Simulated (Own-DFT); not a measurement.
# Computed records: SiGe (diamond-structure random alloy, atoms displaced)

Computed with Own-DFT development build. A calculation, not a measurement: plane-wave density functional theory by an unreviewed code, no spin, of a simulated periodic cell, stress positive in tension, run twice, with PBE and with PBEsol, both on files made for PBE, so the change isn't that of files made for PBEsol, forces on such cells passed a denser k mesh, this cell's mesh not checked; the far tail of each file's local potential was reset to the Coulomb form; each entry is a single point on an unrelaxed cell, so the pressure reflects the starting lattice, mostly measured values (interpolated for alloys), from which strain is counted, and rises with the displacements; printed positions are rounded, which can move forces by about a meV/angstrom; the program, named Own-DFT, is a retired in-house code; no spin-orbit coupling; stress was not checked against mesh or cutoff.

Settings shared by all entries: functional PBE, then PBEsol; potential files PseudoDojo norm-conserving, scalar-relativistic, standard set; wave cutoff 42 hartree; occupations Fermi-Dirac; smearing width 0.1 eV; k mesh 3 x 3 x 3 centred on Gamma.

(1) SiGe (diamond-structure random alloy, atoms displaced)

```
cell vectors (Å)
  11.0890     0.0000     0.0000
   0.0000    11.0890     0.0000
   0.0000     0.0000    11.0890
atoms (fractions of the cell vectors)
Si  0.99986  0.00792  0.99158
Ge  0.99469  0.24754  0.25018
Si  0.25258  0.00063  0.25589
Si  0.24839  0.24651  0.99618
Ge  0.12802  0.12630  0.11860
Si  0.12542  0.37270  0.38109
Si  0.36717  0.12324  0.38051
Si  0.37678  0.37606  0.13337
Si  0.99810  0.01220  0.50276
Si  0.99408  0.25415  0.75832
Ge  0.24219  0.00493  0.74453
Ge  0.24672  0.25902  0.49878
Si  0.12117  0.12763  0.62593
Si  0.13124  0.37690  0.87198
Si  0.37066  0.12760  0.88386
Si  0.37094  0.38397  0.62328
Ge  0.00121  0.49790  0.00113
Ge  0.01045  0.74522  0.24737
Si  0.25057  0.49371  0.26031
Ge  0.25012  0.75587  0.00899
Ge  0.12109  0.62297  0.12849
Ge  0.12686  0.87692  0.37870
Ge  0.36848  0.63673  0.37179
Si  0.37557  0.87422  0.12213
Si  0.00078  0.49129  0.49388
Si  0.99736  0.75306  0.74417
Si  0.25456  0.49045  0.75797
Ge  0.24637  0.75395  0.49649
Ge  0.12294  0.62272  0.62464
Si  0.12161  0.87378  0.87422
Si  0.37305  0.62231  0.87553
Ge  0.37482  0.87441  0.61495
Ge  0.49886  0.00002  0.99058
Si  0.50775  0.24900  0.25891
Ge  0.75127  0.00301  0.24778
Ge  0.75829  0.24471  0.99369
Si  0.62700  0.12825  0.12967
Ge  0.62861  0.38022  0.37379
Si  0.87835  0.13219  0.37831
Ge  0.87154  0.37635  0.12520
Ge  0.50813  0.00373  0.49466
Si  0.49743  0.25721  0.74869
Ge  0.74800  0.00140  0.73663
Ge  0.74879  0.24675  0.50299
Ge  0.62365  0.12279  0.63339
Si  0.62486  0.37369  0.87478
Si  0.87764  0.11424  0.86195
Ge  0.87083  0.38304  0.62454
Si  0.50308  0.49923  0.00550
Ge  0.49498  0.73991  0.24583
Si  0.74826  0.50239  0.24087
Si  0.75095  0.74673  0.99810
Ge  0.61888  0.62322  0.11933
Ge  0.61567  0.87264  0.37596
Ge  0.87416  0.62729  0.37535
Ge  0.87669  0.86920  0.11659
Ge  0.50605  0.50551  0.48838
Si  0.49596  0.75972  0.74697
Ge  0.74620  0.49931  0.75487
Ge  0.75557  0.74312  0.49437
Si  0.62782  0.62748  0.62557
Ge  0.61958  0.86673  0.86873
Si  0.87987  0.62579  0.85799
Si  0.87636  0.87070  0.63112
```

* PBE pressure: 3.24 GPa
* PBE stress xx: -3.35 GPa
* PBE stress yy: -3.25 GPa
* PBE stress zz: -3.12 GPa
* PBE stress yz: -0.56 GPa
* PBE stress xz: 0.05 GPa
* PBE stress xy: 0.46 GPa
* PBEsol pressure: 0.95 GPa
* PBEsol stress xx: -1.06 GPa
* PBEsol stress yy: -0.96 GPa
* PBEsol stress zz: -0.84 GPa
* PBEsol stress yz: -0.53 GPa
* PBEsol stress xz: 0.04 GPa
* PBEsol stress xy: 0.43 GPa
* rms change of force components from PBE to PBEsol: 0.055 eV/Å

Force:
| force element | PBE force x (eV/Å) | PBE force y (eV/Å) | PBE force z (eV/Å) | PBEsol force x (eV/Å) | PBEsol force y (eV/Å) | PBEsol force z (eV/Å) |
| --- | --- | --- | --- | --- | --- | --- |
| Si | 0.095 | -1.334 | 0.123 | 0.111 | -1.305 | 0.218 |
| Ge | 1.127 | 0.628 | 0.029 | 1.095 | 0.628 | -0.046 |
| Si | 0.125 | -0.274 | -1.082 | 0.04 | -0.292 | -1.069 |
| Si | 0.539 | 1.668 | 0.656 | 0.472 | 1.612 | 0.707 |
| Ge | -0.284 | -0.535 | 0.812 | -0.32 | -0.492 | 0.826 |
| Si | -0.701 | 0.281 | -1.565 | -0.678 | 0.17 | -1.537 |
| Si | 1.118 | 0.801 | -0.564 | 1.105 | 0.804 | -0.461 |
| Si | 0.071 | -0.7 | -0.38 | 0.072 | -0.694 | -0.378 |
| Si | -0.17 | -1.294 | 0.218 | -0.138 | -1.327 | 0.185 |
| Si | 0.765 | 0.01 | -1.056 | 0.712 | 0.06 | -1.075 |
| Ge | 0.842 | -0.543 | 0.787 | 0.852 | -0.56 | 0.739 |
| Ge | 0.496 | -1.28 | 1.199 | 0.489 | -1.253 | 1.173 |
| Si | -0.567 | 1.278 | 0.047 | -0.466 | 1.262 | 0.062 |
| Si | -0.927 | -1.113 | 0.88 | -0.973 | -1.063 | 0.917 |
| Si | 0.285 | 0.166 | -1.911 | 0.31 | 0.062 | -1.89 |
| Si | 1.155 | -0.409 | -0.278 | 1.138 | -0.407 | -0.379 |
| Ge | -0.1 | 0.384 | -1.26 | -0.1 | 0.379 | -1.146 |
| Ge | -1.612 | 1.336 | 0.961 | -1.56 | 1.28 | 0.925 |
| Si | -0.293 | 0.36 | -0.738 | -0.283 | 0.448 | -0.718 |
| Ge | -0.491 | -0.877 | -1.385 | -0.516 | -0.895 | -1.318 |
| Ge | 1.86 | -1.334 | -0.4 | 1.757 | -1.246 | -0.403 |
| Ge | -1.106 | 1.323 | -0.49 | -1.058 | 1.193 | -0.472 |
| Ge | -0.213 | -1.965 | 0.277 | -0.161 | -1.863 | 0.291 |
| Si | 0.436 | 1.131 | 0.958 | 0.461 | 1.063 | 0.901 |
| Si | -0.231 | 1.085 | 0.52 | -0.291 | 1.121 | 0.561 |
| Si | 0.968 | -0.124 | 0.739 | 1.025 | -0.164 | 0.684 |
| Si | -0.094 | 1.563 | -0.822 | -0.119 | 1.585 | -0.846 |
| Ge | -0.102 | -0.664 | 1.029 | -0.081 | -0.63 | 0.979 |
| Ge | 0.151 | -0.675 | 0.143 | 0.176 | -0.621 | 0.097 |
| Si | -0.119 | 0.242 | -0.045 | -0.037 | 0.234 | -0.036 |
| Si | 0.636 | 0.434 | 0.276 | 0.601 | 0.473 | 0.315 |
| Ge | 0.166 | 0.968 | 0.853 | 0.124 | 0.968 | 0.782 |
| Ge | 0.311 | 0.189 | 1.457 | 0.339 | 0.136 | 1.379 |
| Si | -1.375 | -0.31 | -0.639 | -1.31 | -0.263 | -0.566 |
| Ge | 0.291 | -0.445 | 0.495 | 0.282 | -0.491 | 0.482 |
| Ge | -0.839 | -0.384 | -0.144 | -0.78 | -0.333 | -0.101 |
| Si | -0.409 | 0.002 | -0.86 | -0.35 | -0.043 | -0.883 |
| Ge | 0.705 | -0.71 | -0.583 | 0.671 | -0.677 | -0.491 |
| Si | -0.749 | -1.124 | -0.024 | -0.787 | -1.047 | -0.079 |
| Ge | 0.099 | -0.164 | -0.203 | 0.144 | -0.205 | -0.24 |
| Ge | -1.569 | 0.48 | 0.716 | -1.49 | 0.41 | 0.726 |
| Si | -0.717 | -0.25 | 0.518 | -0.676 | -0.294 | 0.465 |
| Ge | 0.814 | -1.758 | 1.771 | 0.706 | -1.687 | 1.704 |
| Ge | 0.101 | 0.458 | -0.054 | 0.066 | 0.49 | -0.013 |
| Ge | -1.226 | 1.639 | -1.101 | -1.133 | 1.533 | -1.111 |
| Si | -0.399 | -0.208 | 0.621 | -0.297 | -0.198 | 0.612 |
| Si | -0.166 | 0.921 | 0.686 | -0.269 | 0.89 | 0.652 |
| Ge | 0.646 | -0.983 | 0.186 | 0.549 | -0.959 | 0.194 |
| Si | -1.313 | -0.921 | -1.313 | -1.245 | -0.854 | -1.246 |
| Ge | 0.25 | 1.829 | -0.6 | 0.263 | 1.739 | -0.537 |
| Si | 0.039 | 0.373 | 0.792 | 0.04 | 0.368 | 0.779 |
| Si | 0.069 | -0.535 | -1.091 | 0.037 | -0.493 | -1.031 |
| Ge | 1.464 | 0.241 | 0.116 | 1.384 | 0.277 | 0.17 |
| Ge | 1.568 | -0.663 | -1.161 | 1.517 | -0.636 | -1.117 |
| Ge | 1.119 | -1.683 | -1.44 | 1.077 | -1.562 | -1.393 |
| Ge | 0.399 | 0.891 | 0.287 | 0.396 | 0.87 | 0.347 |
| Ge | -1.116 | 0.755 | 1.68 | -1.074 | 0.724 | 1.563 |
| Si | -0.596 | -2.299 | -0.657 | -0.587 | -2.169 | -0.648 |
| Ge | -0.415 | 0.595 | -0.424 | -0.358 | 0.538 | -0.462 |
| Ge | -1.129 | 1.538 | 1.685 | -1.084 | 1.477 | 1.563 |
| Si | -0.666 | 0.211 | 0.199 | -0.612 | 0.171 | 0.155 |
| Ge | 1.378 | 0.835 | 0.622 | 1.333 | 0.894 | 0.619 |
| Si | -0.389 | 0.092 | 1.954 | -0.406 | -0.003 | 1.924 |
| Si | -0.006 | 0.853 | -2.022 | -0.105 | 0.864 | -2.003 |

(2) SiGe (diamond-structure random alloy, atoms displaced)

```
cell vectors (Å)
  11.0890     0.0000     0.0000
   0.0000    11.0890     0.0000
   0.0000     0.0000    11.0890
atoms (fractions of the cell vectors)
Ge  0.00122  0.00624  0.99859
Ge  0.99887  0.25452  0.24532
Ge  0.25804  0.00051  0.23903
Ge  0.25988  0.25265  0.00431
Ge  0.12591  0.12332  0.11573
Si  0.13142  0.37001  0.38499
Si  0.36578  0.12239  0.38251
Si  0.37823  0.37206  0.12853
Ge  0.99539  0.00887  0.49984
Si  0.00427  0.24437  0.74795
Si  0.24260  0.99831  0.75168
Si  0.25037  0.24679  0.51143
Si  0.11639  0.11459  0.63504
Ge  0.12639  0.37185  0.87354
Ge  0.37932  0.13496  0.88478
Si  0.38027  0.38365  0.62569
Si  0.00454  0.49658  0.99711
Ge  0.99239  0.76156  0.24744
Si  0.26013  0.48287  0.24467
Si  0.26314  0.74714  0.00454
Ge  0.12208  0.62726  0.12829
Ge  0.11354  0.87661  0.36941
Ge  0.37713  0.63167  0.37083
Ge  0.38228  0.87920  0.13089
Ge  0.99835  0.51309  0.49430
Ge  0.98840  0.74377  0.75936
Si  0.24285  0.49453  0.74935
Si  0.24877  0.75252  0.49527
Ge  0.12227  0.63404  0.62218
Si  0.11771  0.88142  0.87652
Ge  0.36625  0.63104  0.87696
Ge  0.38501  0.87003  0.61932
Si  0.50495  0.01470  0.00432
Ge  0.50122  0.24016  0.24575
Si  0.74630  0.00444  0.25306
Ge  0.75072  0.24956  0.00050
Ge  0.62214  0.12254  0.12025
Si  0.62176  0.37643  0.37197
Si  0.87010  0.13311  0.36963
Si  0.87704  0.37820  0.12368
Si  0.50618  0.99422  0.49165
Ge  0.50464  0.24782  0.75218
Ge  0.74885  0.99522  0.75328
Si  0.74988  0.24243  0.49571
Ge  0.62951  0.12403  0.62401
Si  0.63229  0.37835  0.86935
Si  0.88242  0.12416  0.86704
Ge  0.87700  0.37889  0.62969
Ge  0.50171  0.50011  0.99929
Si  0.49601  0.75135  0.24749
Ge  0.74341  0.50633  0.24936
Si  0.74869  0.74337  0.99565
Ge  0.62496  0.61980  0.11579
Ge  0.63123  0.88252  0.37636
Ge  0.87893  0.62471  0.37554
Ge  0.87682  0.87512  0.13596
Si  0.50576  0.50445  0.50109
Si  0.50500  0.75439  0.74970
Si  0.76029  0.49342  0.74170
Si  0.74552  0.75061  0.49812
Si  0.61902  0.62401  0.61884
Si  0.62593  0.87762  0.86647
Ge  0.86227  0.62717  0.87303
Si  0.87823  0.87735  0.62924
```

* PBE pressure: 3.6 GPa
* PBE stress xx: -3.62 GPa
* PBE stress yy: -3.48 GPa
* PBE stress zz: -3.71 GPa
* PBE stress yz: -0.49 GPa
* PBE stress xz: 0.41 GPa
* PBE stress xy: 0.49 GPa
* PBEsol pressure: 1.3 GPa
* PBEsol stress xx: -1.31 GPa
* PBEsol stress yy: -1.19 GPa
* PBEsol stress zz: -1.4 GPa
* PBEsol stress yz: -0.5 GPa
* PBEsol stress xz: 0.43 GPa
* PBEsol stress xy: 0.48 GPa
* rms change of force components from PBE to PBEsol: 0.057 eV/Å

Force:
| force element | PBE force x (eV/Å) | PBE force y (eV/Å) | PBE force z (eV/Å) | PBEsol force x (eV/Å) | PBEsol force y (eV/Å) | PBEsol force z (eV/Å) |
| --- | --- | --- | --- | --- | --- | --- |
| Ge | -1.041 | -0.916 | -0.31 | -0.987 | -0.873 | -0.225 |
| Ge | 0.664 | -0.032 | 0.689 | 0.68 | -0.066 | 0.639 |
| Ge | -1.697 | 0.699 | 1.833 | -1.669 | 0.64 | 1.724 |
| Ge | -1.276 | 0.862 | 0.23 | -1.272 | 0.778 | 0.171 |
| Ge | 0.525 | 0.922 | 1.132 | 0.515 | 0.887 | 1.087 |
| Si | -0.115 | 0.349 | -0.816 | -0.191 | 0.358 | -0.806 |
| Si | 0.974 | -0.066 | -0.278 | 0.952 | -0.076 | -0.36 |
| Si | 1.189 | -0.173 | -0.708 | 1.241 | -0.238 | -0.77 |
| Ge | -0.59 | -0.484 | -0.285 | -0.546 | -0.514 | -0.316 |
| Si | -0.412 | 0.644 | 0.193 | -0.401 | 0.744 | 0.193 |
| Si | 1.212 | -0.258 | 0.305 | 1.279 | -0.257 | 0.302 |
| Si | -0.21 | -0.006 | 0.439 | -0.213 | -0.01 | 0.463 |
| Si | 1.373 | 1.067 | -0.842 | 1.304 | 0.994 | -0.899 |
| Ge | -0.11 | -0.387 | 0.196 | -0.072 | -0.41 | 0.23 |
| Ge | -0.315 | -1.687 | -1.549 | -0.317 | -1.554 | -1.495 |
| Si | -0.363 | -0.655 | 0.079 | -0.316 | -0.68 | 0.11 |
| Si | -0.979 | 0.644 | 0.149 | -0.912 | 0.667 | 0.103 |
| Ge | 1.291 | -2.857 | 1.092 | 1.254 | -2.758 | 1.068 |
| Si | -1.579 | 1.722 | 1.604 | -1.583 | 1.781 | 1.599 |
| Si | -2.336 | 1.798 | 0.571 | -2.259 | 1.731 | 0.592 |
| Ge | 1.012 | -0.664 | -0.291 | 0.955 | -0.604 | -0.255 |
| Ge | 1.971 | 0.883 | 0.873 | 1.866 | 0.869 | 0.81 |
| Ge | -0.529 | -1.368 | 0.226 | -0.516 | -1.329 | 0.223 |
| Ge | 0.772 | -0.519 | -1.929 | 0.694 | -0.444 | -1.834 |
| Ge | 1.421 | -2.272 | 1.016 | 1.342 | -2.156 | 1.007 |
| Ge | 1.521 | 1.732 | -0.958 | 1.463 | 1.615 | -0.926 |
| Si | 0.73 | 1.067 | -0.71 | 0.667 | 1.073 | -0.645 |
| Si | -0.167 | 0.369 | -0.067 | -0.163 | 0.364 | -0.069 |
| Ge | 0.616 | -0.385 | 0.728 | 0.514 | -0.387 | 0.707 |
| Si | 1.213 | -1.578 | 0.203 | 1.11 | -1.562 | 0.225 |
| Ge | 1.25 | -1.171 | -1.496 | 1.258 | -1.175 | -1.427 |
| Ge | -1.116 | 0.727 | 0.154 | -1.085 | 0.704 | 0.145 |
| Si | -0.894 | -2.967 | -1.721 | -0.91 | -2.863 | -1.652 |
| Ge | -0.953 | 0.91 | 1.566 | -0.882 | 0.838 | 1.468 |
| Si | 0.711 | 0.324 | -0.451 | 0.649 | 0.27 | -0.48 |
| Ge | 0.814 | 0.347 | -0.762 | 0.75 | 0.298 | -0.704 |
| Ge | 1.984 | 0.462 | 1.061 | 1.933 | 0.545 | 1.055 |
| Si | 0.228 | -0.592 | 0.581 | 0.227 | -0.58 | 0.488 |
| Si | 0.305 | -0.562 | -0.143 | 0.404 | -0.561 | -0.16 |
| Si | -0.381 | 0.5 | -0.236 | -0.421 | 0.447 | -0.19 |
| Si | -1.178 | 1.571 | 0.991 | -1.105 | 1.49 | 0.999 |
| Ge | -0.007 | 1.157 | -0.54 | -0.005 | 1.054 | -0.512 |
| Ge | 1.159 | 0.71 | -0.634 | 1.104 | 0.735 | -0.661 |
| Si | -0.161 | 1.83 | 0.166 | -0.181 | 1.803 | 0.259 |
| Ge | -0.563 | -0.551 | -0.515 | -0.552 | -0.544 | -0.42 |
| Si | -0.087 | -0.062 | 0.193 | -0.131 | -0.105 | 0.239 |
| Si | -1.069 | 0.328 | 0.649 | -1.104 | 0.268 | 0.688 |
| Ge | 1.144 | -1.826 | -1.966 | 1.152 | -1.751 | -1.95 |
| Ge | -0.869 | -1.051 | -1.055 | -0.829 | -0.953 | -1.011 |
| Si | 1.883 | 0.049 | 0.146 | 1.835 | 0.047 | 0.146 |
| Ge | 1.016 | -1.109 | 0.172 | 0.992 | -1.015 | 0.15 |
| Si | -0.681 | 2.049 | 0.684 | -0.629 | 1.962 | 0.698 |
| Ge | -0.366 | 1.709 | 0.962 | -0.364 | 1.581 | 0.942 |
| Ge | -0.366 | -1.616 | -0.972 | -0.354 | -1.578 | -0.951 |
| Ge | -1.95 | 1.512 | -1.033 | -1.859 | 1.443 | -1.025 |
| Ge | -2.425 | 1.718 | -2.839 | -2.276 | 1.644 | -2.734 |
| Si | -0.978 | -0.634 | -0.902 | -1.009 | -0.597 | -0.949 |
| Si | -0.29 | -1.111 | 0.059 | -0.372 | -1.098 | 0.046 |
| Si | -2.613 | 1.686 | 0.967 | -2.472 | 1.664 | 0.93 |
| Si | 0.905 | 0.044 | 0.913 | 0.898 | 0.056 | 0.817 |
| Si | 1.459 | 0.433 | 1.16 | 1.446 | 0.436 | 1.164 |
| Si | -0.627 | -0.401 | 2.184 | -0.569 | -0.331 | 2.119 |
| Ge | 0.73 | -2.165 | 0.609 | 0.769 | -2.069 | 0.539 |
| Si | -0.776 | -0.696 | -0.767 | -0.726 | -0.648 | -0.718 |
